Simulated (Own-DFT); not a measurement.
Simulation results for GaP (zincblende, strained, atoms displaced)

A calculation, not a measurement: plane-wave PBE density functional theory by an unreviewed code, no spin, of a simulated periodic cell, stress positive in tension, free energy of the whole cell less one offset for each atom, forces on such cells passed a denser k mesh, this cell's mesh not checked; offsets are fitted by least squares, one for each functional and potential file, so energies compare only between cells with the same atoms and settings and are not formation energies; the far tail of each file's local potential was reset to the Coulomb form; each entry is a single point on an unrelaxed cell, so the pressure reflects the starting lattice, mostly measured values (interpolated for alloys), from which strain is counted, and rises with the displacements; printed positions are rounded, which can move forces by about a meV/angstrom; the program, named Own-DFT, is a retired in-house code; no spin-orbit coupling. Program: Own-DFT development build.

Settings shared by all entries: functional PBE; potential files PseudoDojo norm-conserving, scalar-relativistic, standard set; wave cutoff 42 hartree; occupations Fermi-Dirac; smearing width 0.1 eV; hardware one NVIDIA H100; k mesh 3 x 3 x 3 centred on Gamma.

(1) GaP (zincblende, strained, atoms displaced)

```xyz
64
Lattice="10.8620 0.0000 0.0000 0.0000 10.8620 0.0000 0.0000 0.0000 10.9361" Properties=species:S:1:pos:R:3 GaP
Ga    10.8230     0.0904     0.0683
Ga    10.8557     2.7869     2.7644
Ga     2.8814    10.7682     2.6969
Ga     2.7107     2.7721    10.9147
P      1.2126     1.4285     1.3819
P      1.3179     4.0444     3.9854
P      4.1065     1.3713     4.1499
P      4.0876     3.9210     1.5173
Ga    10.7333     0.1096     5.4788
Ga    10.7901     2.6666     8.2641
Ga     2.7072     0.0667     8.2338
Ga     2.6752     2.5268     5.4964
P      1.4460     1.4718     6.8814
P      1.2694     4.0267     9.6056
P      3.9031     1.3471     9.5410
P      4.1464     4.0689     6.8675
Ga    10.8544     5.6496     0.1575
Ga    10.7141     8.0933     2.7111
Ga     2.7899     5.4777     2.8843
Ga     2.8312     8.1477    10.8746
P      1.2350     6.7450     1.4421
P      1.4530     9.4246     4.1107
P      4.0531     6.8710     4.0931
P      4.0567     9.6686     1.4518
Ga    10.7335     5.5905     5.5032
Ga    10.8086     8.0664     8.1652
Ga     2.6879     5.2521     8.1585
Ga     2.7024     8.0951     5.5560
P      1.2468     6.6820     6.7550
P      1.2798     9.5290     9.5623
P      4.0182     6.8054     9.6396
P      4.1173     9.4216     6.8451
Ga     5.3806     0.0331    10.8382
Ga     5.4656     2.8007     2.6883
Ga     8.1697     0.1088     2.7843
Ga     8.1728     2.7818    10.8698
P      6.7586     1.4190     1.3181
P      6.6756     4.0052     4.1516
P      9.4213     1.3500     4.1676
P      9.6024     4.2524     1.2599
Ga     5.3055     0.1230     5.4988
Ga     5.2966     2.6433     8.2415
Ga     8.0601    10.8250     8.2109
Ga     8.3023     2.6568     5.4132
P      6.8470     1.2751     6.8490
P      6.6809     4.0620     9.7020
P      9.3979     1.2502     9.5261
P      9.4596     4.1341     6.8546
Ga     5.3439     5.4022     0.0134
Ga     5.4523     8.1743     2.7086
Ga     8.0187     5.5726     2.7767
Ga     8.0892     8.1495    10.7887
P      6.8302     6.7071     1.4561
P      6.7944     9.5265     4.1183
P      9.6103     6.7870     4.1093
P      9.3559     9.4817     1.3714
Ga     5.5170     5.5369     5.3762
Ga     5.6354     8.1044     8.2671
Ga     8.1059     5.3639     8.1773
Ga     8.1170     8.2712     5.2943
P      6.6268     6.7994     6.6840
P      6.7413     9.5826     9.5103
P      9.4160     6.6049     9.7489
P      9.4134     9.5370     6.7976
```

```
free energy of cell above offsets : -27.453 eV
pressure                          : 4.94 GPa
stress xx                         : -4.99 GPa
stress yy                         : -4.85 GPa
stress zz                         : -4.98 GPa
stress yz                         : -0.85 GPa
stress xz                         : -1.07 GPa
stress xy                         : 0.68 GPa
wall time                         : 554.6 s
```

Force:
```csv
element,x (eV/Å),y (eV/Å),z (eV/Å)
Ga,-0.46,-1.205,-0.344
Ga,-1.354,-0.229,-0.912
Ga,-3.638,2.845,2.83
Ga,-0.721,-0.275,0.879
P,1.861,-0.501,0.327
P,0.743,0.773,2.638
P,-0.437,0.456,-1.655
P,-1.809,2.508,-1.95
Ga,2.118,-1.166,0.607
Ga,0.029,0.263,-0.361
Ga,-0.79,-2.042,-1.123
Ga,0.969,2.844,-1.376
P,-2.544,-1.75,0.842
P,-0.03,1.123,0.315
P,1.418,0.427,1.119
P,-0.309,-0.062,-1.445
Ga,0.676,-2.082,-2.022
Ga,1.337,1.481,-0.295
Ga,-0.938,-0.883,-1.335
Ga,-2.077,1.322,1.633
P,3.381,1.979,1.003
P,-1.341,0.853,-0.283
P,0.62,0.096,0.433
P,2.707,-3.324,-3.494
Ga,0.588,-2.957,-0.466
Ga,-0.397,0.199,0.52
Ga,-0.538,0.773,0.407
Ga,-0.222,0.19,-0.033
P,1.922,0.97,1.859
P,0.314,-0.248,0.104
P,1.172,-1.145,-1.705
P,-0.192,0.66,0.859
Ga,-0.256,0.497,0.813
Ga,0.72,-2.011,1.116
Ga,-1.283,-1.008,-0.994
Ga,0.41,-0.013,0.757
P,0.589,-0.294,0.075
P,1.982,0.523,-0.025
P,1.884,0.233,-2.098
P,-2.134,-2.109,1.958
Ga,1.329,-1.694,0.692
Ga,1.438,0.191,-0.084
Ga,0.797,-0.064,-0.73
Ga,-2.463,1.754,1.875
P,-0.979,1.464,-0.289
P,0.147,-0.24,-1.872
P,0.479,0.841,0.473
P,0.643,-0.95,-0.43
Ga,-0.113,0.06,1.257
Ga,0.167,0.234,-0.035
Ga,2.204,-2.509,1.527
Ga,-0.256,0.018,1.314
P,-2.232,2.237,-2.561
P,-1.457,1.529,-1.049
P,-2.95,0.574,-0.421
P,0.624,0.444,-0.196
Ga,-2.214,-1.668,-0.52
Ga,-2.181,-0.338,-0.656
Ga,-1.362,0.447,0.504
Ga,0.868,-1.511,1.386
P,3.25,1.105,1.781
P,0.19,-0.7,1.159
P,-0.351,1.668,-2.746
P,0.452,-0.601,0.444
```

(2) GaP (zincblende, strained, atoms displaced)

```xyz
64
Lattice="10.8620 0.0000 0.0000 0.0000 10.8620 0.0000 0.0000 0.0000 10.9361" Properties=species:S:1:pos:R:3 GaP
Ga    10.7896    10.8543     0.0064
Ga    10.7683     2.6879     2.6592
Ga     2.6311    10.7733     2.7788
Ga     2.5866     2.7457     0.0314
P      1.3120     1.2773     1.3876
P      1.3539     4.1478     3.9320
P      4.0203     1.2782     4.0977
P      4.0715     4.0681     1.4080
Ga     0.0205     0.0219     5.5649
Ga    10.7490     2.6771     8.2817
Ga     2.6589     0.0016     8.1487
Ga     2.6420     2.7355     5.4748
P      1.3490     1.2953     6.9644
P      1.4179     4.1052     9.5340
P      4.1860     1.2481     9.6281
P      4.0239     4.0744     6.6629
Ga    10.8224     5.5576    10.9097
Ga    10.7904     8.0826     2.7572
Ga     2.6218     5.3824     2.8046
Ga     2.7488     8.1412     0.1203
P      1.3865     6.8034     1.3610
P      1.4195     9.4090     4.0275
P      4.0568     6.8535     4.0728
P      3.9601     9.6041     1.3068
Ga     0.0936     5.5795     5.4663
Ga    10.8496     8.1468     8.2416
Ga     2.8131     5.3030     8.2139
Ga     2.8172     8.0064     5.4011
P      1.3706     6.8566     6.9657
P      1.4018     9.4976     9.7155
P      3.9403     6.9111     9.5309
P      4.1359     9.4947     6.8457
Ga     5.4219     0.1277    10.9042
Ga     5.3792     2.7320     2.8768
Ga     8.1313    10.8386     2.7748
Ga     8.2499     2.8646     0.0191
P      6.7014     1.3850     1.3528
P      6.8673     4.0167     4.1063
P      9.6452     1.2811     4.0377
P      9.5317     4.0670     1.2369
Ga     5.3456     0.0424     5.4651
Ga     5.4025     2.5689     8.3272
Ga     7.9483    10.8196     8.2107
Ga     8.1077     2.8868     5.4283
P      6.7346     1.3976     6.8630
P      6.7595     4.0543     9.3758
P      9.6326     1.4267     9.6471
P      9.4234     4.0674     6.8952
Ga     5.4315     5.2963     0.0339
Ga     5.3623     8.0035     2.7413
Ga     8.2800     5.4155     2.6907
Ga     8.1619     8.0940     0.0931
P      6.8794     6.8058     1.3875
P      6.9734     9.6669     4.0664
P      9.5458     6.7814     4.0379
P      9.4676     9.6591     1.4829
Ga     5.3795     5.5053     5.4970
Ga     5.3329     8.1445     8.0734
Ga     8.1978     5.3622     8.0950
Ga     8.1702     8.1178     5.5346
P      6.7220     6.8911     6.8381
P      6.6557     9.5201     9.4345
P      9.4213     6.8236     9.5025
P      9.4817     9.4992     6.7725
```

```
free energy of cell above offsets : -28.566 eV
pressure                          : 4.75 GPa
stress xx                         : -4.89 GPa
stress yy                         : -4.79 GPa
stress zz                         : -4.59 GPa
stress yz                         : 1.31 GPa
stress xz                         : 0.86 GPa
stress xy                         : -1.03 GPa
wall time                         : 570.2 s
```

Force:
```csv
element,x (eV/Å),y (eV/Å),z (eV/Å)
Ga,0.798,-0.337,0.278
Ga,0.941,0.177,-0.173
Ga,0.492,0.893,-0.667
Ga,1.026,-0.842,0.153
P,0.206,0.699,-0.019
P,-2.099,-2.178,2.693
P,-0.71,0.785,0.123
P,-0.581,-0.248,0.408
Ga,0.509,-0.754,-1
Ga,1.563,1.145,-0.959
Ga,1.374,-1.255,1.624
Ga,-0.524,-0.689,-0.829
P,-0.76,1.807,-1.25
P,-1.376,-0.215,0.269
P,-3.826,1.807,-1.314
P,0.775,-0.439,1.668
Ga,0.702,-0.362,-0.579
Ga,0.977,1.298,-1.027
Ga,2.165,1.8,-2.009
Ga,-0.415,0.139,-0.713
P,-0.736,-0.296,0.512
P,-1.131,-0.387,1.797
P,0.305,-2.577,-0.364
P,1.906,-0.47,0.794
Ga,-0.179,-0.853,0.271
Ga,0.011,1.23,0.261
Ga,-0.2,1.124,-0.419
Ga,-1.566,2.043,1.771
P,0.851,-0.866,-0.934
P,-0.723,0.034,-1.139
P,1.398,-1.443,0.23
P,-1.835,0.62,-1.385
Ga,1.319,-2.519,1.347
Ga,0.123,-0.48,-0.922
Ga,0.445,2.699,-1.365
Ga,-2.363,-1.912,-1.558
P,1.373,0.804,0.673
P,-1.501,2.324,-1.188
P,-1.356,0.987,1.119
P,1.1,1.471,1.607
Ga,1.373,-0.38,0.042
Ga,-0.13,0.906,-1.512
Ga,1.9,0.831,-0.568
Ga,1.299,-2.766,1.178
P,0.352,0.197,-1.024
P,0.38,0.414,1.709
P,-2.722,-1.246,0.147
P,2.352,-0.473,-1.752
Ga,0.355,1.305,-0.932
Ga,1.359,2.606,-1.108
Ga,-0.749,-0.38,0.035
Ga,0.11,1.832,-1.029
P,-1.314,-1.296,0.301
P,-3.189,-2.897,2.251
P,-0.922,-0.367,1.458
P,0.609,-2.137,-1.446
Ga,0.817,-0.226,-0.746
Ga,0.272,-0.264,1.804
Ga,-1.707,1.787,1.057
Ga,-0.239,0.4,-1.391
P,0.845,-1.473,-0.283
P,0.182,-1.089,2.204
P,0.1,-0.326,0.397
P,0.186,0.279,1.425
```

(3) GaP (zincblende, strained, atoms displaced)

```xyz
64
Lattice="10.8620 0.0000 0.0000 0.0000 10.8620 0.0000 0.0000 0.0000 10.9361" Properties=species:S:1:pos:R:3 GaP
Ga    10.8288     0.0604     0.0041
Ga     0.1172     2.7734     2.6593
Ga     2.7710     0.1242     2.8385
Ga     2.5830     2.6660    10.9250
P      1.3669     1.3949     1.3315
P      1.3309     4.0816     4.0754
P      3.9789     1.3374     4.0271
P      4.0680     4.0687     1.3583
Ga    10.8453    10.7100     5.3111
Ga     0.0843     2.7212     8.1612
Ga     2.6622    10.8591     8.2023
Ga     2.7418     2.7860     5.4441
P      1.3125     1.3475     6.9835
P      1.2612     4.0056     9.5129
P      3.9884     1.2739     9.3963
P      4.1865     4.1072     6.9574
Ga    10.8616     5.5691    10.8598
Ga    10.7904     8.1066     2.8814
Ga     2.7252     5.4352     2.7019
Ga     2.7782     8.0532    10.9216
P      1.3534     6.7810     1.4776
P      1.2719     9.3684     4.1385
P      3.9864     6.7782     4.0843
P      4.0435     9.4773     1.4195
Ga    10.7584     5.5457     5.5426
Ga    10.8473     8.1358     8.2634
Ga     2.8097     5.3234     8.2826
Ga     2.8002     8.0247     5.5081
P      1.3230     6.6601     6.9701
P      1.2488     9.3309     9.6701
P      4.1260     6.7891     9.5303
P      4.1067     9.3936     6.8418
Ga     5.3476     0.0341    10.9322
Ga     5.4747     2.7232     2.7148
Ga     8.1450     0.0778     2.8471
Ga     8.1553     2.5973     0.1448
P      6.8643     1.3990     1.3613
P      6.6754     4.0749     4.1334
P      9.4934     1.4150     3.9937
P      9.4861     4.1061     1.4783
Ga     5.4368     0.0754     5.4304
Ga     5.4545     2.7323     8.2269
Ga     8.0614     0.0050     8.2503
Ga     8.1122     2.6543     5.5062
P      6.7297     1.4025     7.0119
P      6.7483     3.9834     9.4137
P      9.5447     1.2530     9.5165
P      9.4166     4.0810     6.7580
Ga     5.4399     5.5015    10.8816
Ga     5.3111     8.0965     2.6773
Ga     8.2679     5.3730     2.6773
Ga     8.2324     8.1790    10.8627
P      6.6695     6.9082     1.4461
P      6.6983     9.5488     4.1196
P      9.4717     6.6334     4.0213
P      9.4716     9.4770     1.2891
Ga     5.3446     5.3909     5.4075
Ga     5.3800     8.1870     8.2009
Ga     8.0614     5.3608     8.2087
Ga     8.1605     8.1136     5.4085
P      6.9143     6.9505     6.8447
P      6.7711     9.4096     9.5028
P      9.6246     6.6639     9.5452
P      9.4837     9.5156     6.9831
```

```
free energy of cell above offsets : -29.183 eV
pressure                          : 4.57 GPa
stress xx                         : -4.77 GPa
stress yy                         : -4.73 GPa
stress zz                         : -4.2 GPa
stress yz                         : -0.98 GPa
stress xz                         : -0.84 GPa
stress xy                         : -0.05 GPa
wall time                         : 533.4 s
```

Force:
```csv
element,x (eV/Å),y (eV/Å),z (eV/Å)
Ga,0.424,-1.137,0.253
Ga,-0.763,-0.173,0.458
Ga,-2.478,-2.833,-2.184
Ga,1.526,0.765,-0.944
P,-0.314,-1.322,0.794
P,0.235,0.739,0.915
P,2.432,2.113,2.246
P,-0.014,-0.169,-0.766
Ga,-1.031,1.569,2.001
Ga,-2.378,0.161,-0.19
Ga,-0.712,-2.229,-0.329
Ga,-0.393,-0.265,0.95
P,0.692,-0.693,-3.06
P,1.029,1.22,1.399
P,0.947,1.344,2.145
P,-0.865,-0.424,-1.623
Ga,1.509,-2.055,2.273
Ga,-0.348,-0.024,-1.891
Ga,-0.24,-0.746,0.175
Ga,-0.714,0.334,0.629
P,-0.174,0.33,-1.031
P,2.261,0.444,-0.202
P,0.817,-0.507,-0.239
P,-0.644,0.992,-0.601
Ga,0.768,-1.227,-0.223
Ga,-0.055,-0.389,-0.768
Ga,-0.991,0.32,0.12
Ga,-1.551,0.336,0.794
P,0.744,0.863,-0.576
P,1.4,1.647,0.111
P,-0.511,-0.131,0.05
P,-0.941,1.812,-0.72
Ga,0.602,-0.385,-0.209
Ga,-0.535,-0.035,-0.276
Ga,-0.512,-1.438,-1.298
Ga,1.504,1.685,-2.28
P,-2.099,-1.67,0.986
P,1.457,-0.328,-0.346
P,1.037,0.185,1.254
P,1.408,-1.184,-2.759
Ga,-0.427,-0.19,0.978
Ga,-1.611,-0.873,-0.005
Ga,0.231,-0.428,0.023
Ga,-0.419,0.112,-0.368
P,0.596,-0.908,-2.213
P,1.045,0.975,3.331
P,-0.558,1.588,0.314
P,0.692,-0.343,0.801
Ga,0.509,-0.925,0.528
Ga,0.033,0.999,1.589
Ga,-3.445,0.718,0.664
Ga,-0.796,-1.049,-0.076
P,2.358,-1.68,-1.506
P,0.669,-0.637,-0.509
P,-0.034,1.76,1.277
P,0.454,0.747,1.749
Ga,0.672,1.232,0.963
Ga,0.925,-0.822,-0.301
Ga,0.769,0.781,-0.671
Ga,0.609,1.024,-0.202
P,-1.713,-1.846,0.301
P,-0.154,1.031,1.258
P,-2.998,1.397,-1.16
P,0.064,-0.159,-1.804
```

(4) GaP (zincblende, strained, atoms displaced)

```xyz
64
Lattice="10.8620 0.0000 0.0000 0.0000 10.8620 0.0000 0.0000 0.0000 10.9361" Properties=species:S:1:pos:R:3 GaP
Ga    10.7467     0.0116    10.8957
Ga     0.1204     2.7591     2.6041
Ga     2.8230    10.8230     2.7491
Ga     2.8159     2.6227    10.7678
P      1.4020     1.3296     1.4348
P      1.2330     4.0825     4.1535
P      4.1948     1.3688     4.0248
P      4.0407     4.1154     1.4489
Ga    10.8166     0.0392     5.4122
Ga     0.0142     2.7102     8.1390
Ga     2.6668     0.0661     8.2503
Ga     2.6274     2.6756     5.5863
P      1.3611     1.2607     6.6873
P      1.3985     3.9752     9.6334
P      4.1891     1.4993     9.6976
P      4.1621     4.0204     6.8984
Ga     0.0905     5.2591     0.0884
Ga     0.0648     8.0935     2.8276
Ga     2.6236     5.4196     2.6401
Ga     2.6361     8.2377    10.8547
P      1.2607     6.6764     1.3851
P      1.1792     9.3449     4.1077
P      4.0676     6.6941     4.0410
P      4.1082     9.6281     1.3145
Ga     0.2068     5.2917     5.4850
Ga    10.8328     8.1819     8.1314
Ga     2.7908     5.3865     8.1273
Ga     2.5609     8.2543     5.4747
P      1.3893     6.9227     6.8449
P      1.4926     9.4308     9.5386
P      4.1187     6.8040     9.5864
P      4.1380     9.4743     6.9280
Ga     5.4119     0.0266     0.1116
Ga     5.4910     2.6309     2.6942
Ga     8.1704     0.1806     2.5681
Ga     8.1272     2.6710     0.0881
P      6.8350     1.2519     1.4755
P      6.7443     4.2023     4.2582
P      9.4848     1.4221     4.1528
P      9.6633     4.1808     1.4259
Ga     5.3366     0.1065     5.5504
Ga     5.3834     2.6478     8.1812
Ga     8.0419     0.0014     8.2358
Ga     8.3490     2.7917     5.4578
P      6.6934     1.3004     6.9176
P      6.7393     4.1298     9.5644
P      9.4343     1.1853     9.6847
P      9.5208     4.0467     6.9723
Ga     5.4550     5.4199     0.0562
Ga     5.5532     8.0389     2.8474
Ga     8.1426     5.5759     2.7441
Ga     7.9933     8.1314    10.9097
P      6.7438     6.7289     1.4015
P      7.0502     9.5664     4.1602
P      9.4928     6.6758     3.9546
P      9.4671     9.4615     1.3720
Ga     5.4347     5.5079     5.4104
Ga     5.4675     8.1418     8.1917
Ga     8.0579     5.5305     8.2761
Ga     8.0422     8.0638     5.3796
P      6.7406     6.7183     6.7721
P      6.8877     9.5328     9.5970
P      9.5061     6.8538     9.5811
P      9.5772     9.5305     6.8415
```

```
free energy of cell above offsets : -26.638 eV
pressure                          : 5.29 GPa
stress xx                         : -5.39 GPa
stress yy                         : -5.39 GPa
stress zz                         : -5.09 GPa
stress yz                         : 0.71 GPa
stress xz                         : -0.58 GPa
stress xy                         : 1.53 GPa
wall time                         : 583.4 s
```

Force:
```csv
element,x (eV/Å),y (eV/Å),z (eV/Å)
Ga,2.161,-1.773,1.566
Ga,-0.796,-0.424,1.317
Ga,-1.061,0.011,0.54
Ga,-1.965,1.855,3.472
P,0.383,-0.5,-1.368
P,3.139,-2.039,-1.968
P,-1.752,-0.027,1.296
P,0.52,-1.388,-1.113
Ga,-0.484,-0.966,-0.277
Ga,0.221,-1.209,1.231
Ga,1.228,-0.165,-0.093
Ga,1.644,1.183,-1.644
P,-0.406,0.004,2.003
P,-0.006,0.501,-1.512
P,0.948,-2.999,-1.998
P,-0.9,0.432,-1.487
Ga,-0.142,1.44,-2.165
Ga,-2.216,-1.262,-2.279
Ga,0.382,-0.303,1.438
Ga,1.918,-2.043,2.123
P,0.918,2.067,-0.678
P,2.109,3.257,0.517
P,-1.255,1.268,0.422
P,-0.586,-2.746,1.043
Ga,-2.881,2.727,2.226
Ga,0.203,-0.09,1.051
Ga,-0.504,0.637,0.934
Ga,2.281,-0.534,0.053
P,-0.208,-2.202,0.188
P,-2.951,2.011,-1.077
P,-0.377,-0.168,0.112
P,-1.346,0.888,-1.024
Ga,1.18,0.196,-1.504
Ga,0.133,1.967,0.497
Ga,3.146,-3.198,3.262
Ga,0.523,0.87,-0.331
P,-2.42,2.858,-2.764
P,1.753,-2.071,-2.104
P,0.809,-0.282,-1.979
P,-3.053,-1.591,0.488
Ga,0.759,-1.493,-0.568
Ga,1.066,0.746,0.616
Ga,1.281,-0.172,-0.765
Ga,-2.096,0.466,0.849
P,1.418,1.023,-0.744
P,0.335,-1.164,0.407
P,-0.611,2.622,-2.054
P,-0.137,1.387,-0.584
Ga,-0.924,-0.138,-0.206
Ga,-0.318,1.631,0.081
Ga,-0.967,-2.328,-0.693
Ga,1.389,-0.524,0.962
P,0.353,0.641,-0.758
P,-2.555,1.139,-1.159
P,1.567,1.324,3.097
P,0.385,-0.111,0.098
Ga,-1.441,-0.421,0.949
Ga,0.521,-0.265,0.64
Ga,0.856,-0.342,-0.179
Ga,2.089,-0.676,0.909
P,0.401,1.045,0.789
P,-2.358,-0.108,-0.007
P,0.323,-0.649,0.366
P,-1.627,0.176,-0.457
```
